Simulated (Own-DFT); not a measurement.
SiC (4H silicon carbide, atoms displaced) (calculated)

A calculation, not a measurement: plane-wave PBE density functional theory by an unreviewed code, no spin, of a simulated periodic cell, stress positive in tension, free energy of the whole cell less one offset for each atom, forces on such cells passed a denser k mesh, this cell's mesh not checked; offsets are fitted by least squares, one for each functional and potential file, so energies compare only between cells with the same atoms and settings and are not formation energies; the far tail of each file's local potential was reset to the Coulomb form; each entry is a single point on an unrelaxed cell, so the pressure reflects the starting lattice, mostly measured values (interpolated for alloys), from which strain is counted, and rises with the displacements; printed positions are rounded, which can move forces by about a meV/angstrom; the program, named Own-DFT, is a retired in-house code; no spin-orbit coupling. Program: Own-DFT development build.

Common to all runs: functional PBE; potential files PseudoDojo norm-conserving, scalar-relativistic, standard set; wave cutoff 42 hartree; occupations Fermi-Dirac; smearing width 0.1 eV; hardware one NVIDIA H100; k mesh 5 x 5 x 3 centred on Gamma.

(1) SiC (4H silicon carbide, atoms displaced)

```
SiC
1.0
      6.1654     0.0000     0.0000
     -3.0827     5.3394     0.0000
      0.0000     0.0000    10.0681
Si C Si C Si C Si C Si C Si C Si C Si C
2 2 2 2 2 2 2 2 2 2 2 2 2 2 2 2
Direct
  0.99573 0.00294 0.40253
  0.16287 0.33082 0.15716
  0.00792 0.00388 0.09369
  0.16011 0.32983 0.34562
  0.00033 0.49818 0.40861
  0.15689 0.83034 0.15531
  0.00419 0.50352 0.09241
  0.16647 0.83105 0.34574
  0.49950 0.99659 0.40842
  0.66805 0.34122 0.15496
  0.50556 0.99506 0.08950
  0.66181 0.33365 0.34323
  0.50188 0.49592 0.40756
  0.67183 0.83511 0.16061
  0.51200 0.50343 0.09247
  0.66940 0.83981 0.33915
  0.99125 0.98953 0.90431
  0.83208 0.66300 0.65551
  0.99305 0.99515 0.59371
  0.83033 0.66996 0.84455
  0.00825 0.50328 0.90611
  0.83905 0.17240 0.65379
  0.99453 0.49440 0.58918
  0.83382 0.17927 0.84276
  0.48796 0.99356 0.90893
  0.34868 0.66745 0.65825
  0.49773 0.99921 0.59714
  0.34342 0.66234 0.84600
  0.49544 0.49955 0.90327
  0.33792 0.17034 0.65960
  0.49841 0.49388 0.58943
  0.33685 0.16745 0.84658
```

| Item | Value |
| --- | --- |
| free energy of cell above offsets | -4.616 eV |
| pressure | 3.89 GPa |
| stress xx | -2.32 GPa |
| stress yy | -3.88 GPa |
| stress zz | -5.46 GPa |
| stress yz | -0.11 GPa |
| stress xz | -0.33 GPa |
| stress xy | 1.96 GPa |
| wall time | 120.3 s |

Force:
| element | x (eV/Å) | y (eV/Å) | z (eV/Å) |
| --- | --- | --- | --- |
| Si | 1.011 | -0.724 | 1.034 |
| Si | 0.892 | 0.89 | -0.249 |
| C | -1.01 | -0.346 | -0.28 |
| C | 0.691 | 0.717 | -0.338 |
| Si | -0.653 | 0.247 | -1.122 |
| Si | 2.071 | 0.505 | 0.508 |
| C | -0.196 | -0.388 | 0.181 |
| C | -0.396 | 0.14 | -0.296 |
| Si | -0.569 | 0.443 | -0.421 |
| Si | 0.916 | -1.532 | -0.148 |
| C | -1.074 | 0.49 | 1.563 |
| C | 0.893 | -0.316 | 0.185 |
| Si | -0.875 | 0.493 | -1.242 |
| Si | -0.315 | -0.083 | -2.154 |
| C | -1.757 | 0.101 | 0.054 |
| C | -0.197 | -1.032 | 1.973 |
| Si | -0.361 | 2.25 | 0.219 |
| Si | 0.221 | 0.31 | -0.107 |
| C | 0.681 | 0.489 | -0.23 |
| C | 0.823 | -1.09 | -0.58 |
| Si | -0.863 | -0.184 | -0.121 |
| Si | -0.448 | -0.781 | 0.764 |
| C | 0.916 | 1.083 | 1.448 |
| C | 0.451 | -1.493 | 0.189 |
| Si | 1.863 | 1.015 | -0.724 |
| Si | -1.795 | -0.231 | -0.568 |
| C | 0.623 | -0.011 | -0.453 |
| C | -1.933 | 0.806 | -0.881 |
| Si | 1.838 | -0.584 | 1.608 |
| Si | -0.69 | -1.184 | -0.556 |
| C | 0.31 | 0.493 | 1.131 |
| C | -1.069 | -0.49 | -0.386 |

(2) SiC (4H silicon carbide, atoms displaced)

```
SiC
1.0
      6.1654     0.0000     0.0000
     -3.0827     5.3394     0.0000
      0.0000     0.0000    10.0681
Si C Si C Si C Si C Si C Si C Si C Si C
2 2 2 2 2 2 2 2 2 2 2 2 2 2 2 2
Direct
  0.99359 0.99863 0.40456
  0.16093 0.32809 0.15806
  0.99843 0.99936 0.09419
  0.16416 0.33530 0.34326
  0.99838 0.49457 0.40659
  0.16198 0.83543 0.15623
  0.00068 0.50322 0.08592
  0.17460 0.84536 0.34650
  0.50470 0.00191 0.40532
  0.66118 0.32762 0.15675
  0.49654 0.99727 0.09120
  0.66737 0.34156 0.34249
  0.49950 0.49775 0.40770
  0.66469 0.82933 0.15663
  0.49958 0.50103 0.09561
  0.66272 0.83957 0.34194
  0.00223 0.99998 0.90831
  0.84173 0.67019 0.65198
  0.00662 0.00172 0.58749
  0.83359 0.66481 0.84133
  0.00014 0.49708 0.90372
  0.82455 0.16732 0.65545
  0.00857 0.50369 0.58681
  0.83476 0.16588 0.84266
  0.49807 0.99800 0.90546
  0.34770 0.68236 0.65797
  0.50131 0.99978 0.59958
  0.32961 0.66444 0.84332
  0.50106 0.50642 0.90638
  0.33973 0.16841 0.64999
  0.50378 0.49161 0.59804
  0.33829 0.16554 0.84269
```

| Quantity | Value |
| --- | --- |
| free energy of cell above offsets | -4.848 eV |
| pressure | 3.62 GPa |
| stress xx | -3.05 GPa |
| stress yy | -2.83 GPa |
| stress zz | -4.98 GPa |
| stress yz | -0.23 GPa |
| stress xz | -0.06 GPa |
| stress xy | 0.48 GPa |
| wall time | 119.2 s |

Force:
| element | x (eV/Å) | y (eV/Å) | z (eV/Å) |
| --- | --- | --- | --- |
| Si | 0.628 | 0.403 | -0.233 |
| Si | -0.086 | 1.068 | -0.823 |
| C | -0.341 | -0.032 | 0.11 |
| C | 0.38 | -0.362 | 0.193 |
| Si | -0.163 | 1.482 | -0.958 |
| Si | 0.938 | -0.484 | 0.032 |
| C | -0.168 | -0.576 | 1.96 |
| C | -0.434 | -1.312 | -0.597 |
| Si | -0.923 | 0.56 | 0.39 |
| Si | 0.435 | 0.658 | -1.008 |
| C | 0.142 | -0.038 | 0.581 |
| C | 0.621 | -0.813 | 0.456 |
| Si | -0.649 | 0.586 | -0.019 |
| Si | -0.571 | 0.423 | -0.453 |
| C | -0.147 | -0.531 | -0.261 |
| C | 0.892 | -0.998 | 0.567 |
| Si | 0.235 | -0.067 | -1.122 |
| Si | 0.041 | -0.112 | 0.403 |
| C | -1.056 | 0.113 | 0.965 |
| C | 0.025 | 0.466 | 0.21 |
| Si | -0.567 | 0.123 | -0.38 |
| Si | 2.442 | 0.697 | 0.141 |
| C | -0.108 | -0.154 | 1.756 |
| C | -0.061 | -0.305 | 0.183 |
| Si | 0.206 | 0.292 | -0.044 |
| Si | -0.263 | -2.866 | -0.161 |
| C | 0.115 | 0.589 | -2.168 |
| C | 0.351 | 0.442 | 0.029 |
| Si | 0.56 | -0.974 | -0.252 |
| Si | -1.129 | -0.653 | 1.836 |
| C | -0.518 | 1.996 | -1.34 |
| C | -0.827 | 0.379 | 0.006 |

(3) SiC (4H silicon carbide, atoms displaced)

```
SiC
1.0
      6.1654     0.0000     0.0000
     -3.0827     5.3394     0.0000
      0.0000     0.0000    10.0681
Si C Si C Si C Si C Si C Si C Si C Si C
2 2 2 2 2 2 2 2 2 2 2 2 2 2 2 2
Direct
  0.00392 0.99732 0.40391
  0.17526 0.33313 0.15548
  0.00204 0.99996 0.08794
  0.16704 0.32700 0.34230
  0.01036 0.50558 0.40690
  0.17393 0.83846 0.14878
  0.99271 0.49903 0.09472
  0.16004 0.82904 0.34500
  0.48853 0.00116 0.40329
  0.66988 0.34038 0.15680
  0.49673 0.99253 0.09570
  0.66180 0.32444 0.34702
  0.50239 0.49131 0.40117
  0.66710 0.83079 0.15835
  0.50115 0.50122 0.09091
  0.67282 0.83249 0.34894
  0.00500 0.00234 0.90920
  0.83412 0.66075 0.65952
  0.00519 0.00234 0.59543
  0.84104 0.67294 0.84926
  0.99983 0.50000 0.90849
  0.83341 0.16170 0.65003
  0.99188 0.49442 0.59552
  0.83057 0.16905 0.84182
  0.48666 0.00051 0.90945
  0.32731 0.65698 0.65879
  0.50608 0.01313 0.59210
  0.33509 0.66788 0.84258
  0.49745 0.50163 0.90867
  0.33400 0.16942 0.65658
  0.49959 0.50047 0.59326
  0.33561 0.16478 0.84593
```

| Property | Result |
| --- | --- |
| free energy of cell above offsets | -4.647 eV |
| pressure | 3.81 GPa |
| stress xx | -3.94 GPa |
| stress yy | -3.38 GPa |
| stress zz | -4.12 GPa |
| stress yz | 0.27 GPa |
| stress xz | 0.13 GPa |
| stress xy | 0.23 GPa |
| wall time | 119.8 s |

Force:
| element | x (eV/Å) | y (eV/Å) | z (eV/Å) |
| --- | --- | --- | --- |
| Si | -0.697 | 0.138 | 1.198 |
| Si | -1.468 | -0.166 | -0.19 |
| C | -0.094 | 0.256 | 1.943 |
| C | 0.042 | 0.639 | 0.043 |
| Si | -0.775 | -1.36 | 0.173 |
| Si | -1.193 | -1.091 | 1.576 |
| C | 1.561 | 0.203 | 0.065 |
| C | 0.611 | 0.208 | -1.338 |
| Si | 1.731 | -0.92 | 1.129 |
| Si | -0.078 | -1.203 | 0.264 |
| C | 0.572 | 1.282 | -0.175 |
| C | 0.906 | 1.197 | -1.269 |
| Si | -0.74 | 0.979 | 1.47 |
| Si | 0.325 | 0.43 | 0.014 |
| C | 0.065 | 0.058 | 0.993 |
| C | -1.113 | -0.257 | -1.073 |
| Si | -1.22 | 0.383 | -1.878 |
| Si | -0.793 | 0.854 | -0.037 |
| C | 0.042 | -0.803 | -0.676 |
| C | -0.647 | -0.69 | -0.551 |
| Si | 0.005 | -0.501 | -0.746 |
| Si | -0.367 | 0.155 | 1.432 |
| C | 1.15 | 0.483 | -0.705 |
| C | 0.176 | -0.487 | 0.58 |
| Si | 2.656 | -0.202 | -0.882 |
| Si | -0.005 | 1.442 | -1.034 |
| C | -0.445 | -1.956 | -0.124 |
| C | -0.413 | -0.165 | 1.085 |
| Si | 0.811 | 0.178 | -1.224 |
| Si | 0.406 | -0.016 | 0.14 |
| C | 0.115 | -0.041 | -0.038 |
| C | -1.125 | 0.974 | -0.165 |

(4) SiC (4H silicon carbide, atoms displaced)

```
SiC
1.0
      6.1654     0.0000     0.0000
     -3.0827     5.3394     0.0000
      0.0000     0.0000    10.0681
Si C Si C Si C Si C Si C Si C Si C Si C
2 2 2 2 2 2 2 2 2 2 2 2 2 2 2 2
Direct
  0.99996 0.99781 0.40545
  0.17219 0.33184 0.15397
  0.00802 0.01543 0.09609
  0.16930 0.32717 0.34579
  0.00518 0.49639 0.40581
  0.17560 0.84077 0.15767
  0.00915 0.49665 0.09674
  0.16304 0.82509 0.34526
  0.51003 0.00569 0.40792
  0.66841 0.32768 0.15454
  0.49553 0.99991 0.09593
  0.66748 0.33438 0.34562
  0.49780 0.49571 0.40454
  0.66254 0.83002 0.15417
  0.50937 0.50412 0.09470
  0.66815 0.84114 0.34535
  0.99567 0.99522 0.90370
  0.83339 0.66577 0.66029
  0.00105 0.99594 0.59413
  0.83754 0.66693 0.84174
  0.00548 0.50910 0.90850
  0.83947 0.17212 0.65128
  0.99545 0.49438 0.59109
  0.83155 0.16017 0.84313
  0.50072 0.00056 0.90307
  0.32874 0.66961 0.65854
  0.50328 0.00140 0.59246
  0.33876 0.67789 0.84590
  0.49709 0.50305 0.90315
  0.32703 0.15537 0.65500
  0.50500 0.50258 0.59202
  0.32864 0.16444 0.84706
```

| Item | Value |
| --- | --- |
| stress yy | ? |

## Withheld values
1. What stress yy does the calculation give for SiC (4H silicon carbide, atoms displaced) (entry 4)?

Answers
1. -4.46 GPa

Further results for SiC (4H silicon carbide, atoms displaced) (entry 4):

| Item | Value |
| --- | --- |
| free energy of cell above offsets | -4.920 eV |
| pressure | 3.59 GPa |
| stress xx | -3.11 GPa |
| stress zz | -3.22 GPa |
| stress yz | -0.22 GPa |
| stress xz | -0.06 GPa |
| stress xy | 0.09 GPa |
| wall time | 125 s |

Force:
| element | x (eV/Å) | y (eV/Å) | z (eV/Å) |
| --- | --- | --- | --- |
| Si | 0.354 | -0.573 | 0.13 |
| Si | 0.172 | 1.019 | 1.064 |
| C | 0.008 | -2.668 | -1.056 |
| C | -0.304 | 0.32 | -0.612 |
| Si | -0.578 | 0.076 | -0.378 |
| Si | -1.245 | -1.005 | 0.299 |
| C | -1.139 | 0.916 | -0.611 |
| C | 0.547 | 0.983 | 0.053 |
| Si | -1.34 | -0.612 | -0.467 |
| Si | 0.264 | 0.884 | 0.707 |
| C | 1.088 | -0.031 | -1.201 |
| C | 0.444 | -0.001 | -0.561 |
| Si | 0.327 | 1.011 | 0.502 |
| Si | 0.617 | 1.241 | 0.872 |
| C | -0.214 | -0.521 | -0.784 |
| C | 0.524 | -1.155 | -0.534 |
| Si | 0.137 | 0.757 | 0.976 |
| Si | -0.175 | -0.323 | -1.749 |
| C | -0.408 | 0.01 | -0.261 |
| C | -0.57 | -0.354 | 1.125 |
| Si | 0.294 | -1.448 | 0.034 |
| Si | -0.122 | -1.175 | 1.14 |
| C | 0.31 | 1.143 | 0.677 |
| C | -0.145 | 1.31 | -0.223 |
| Si | -0.159 | 1.052 | 1.048 |
| Si | 1.097 | -0.446 | -1.04 |
| C | -0.099 | -0.238 | 0.497 |
| C | -0.257 | -1.245 | -0.455 |
| Si | 0.726 | -0.385 | 0.554 |
| Si | 0.36 | 1.689 | 0.217 |
| C | -0.788 | -0.542 | 0.896 |
| C | 0.276 | 0.31 | -0.86 |
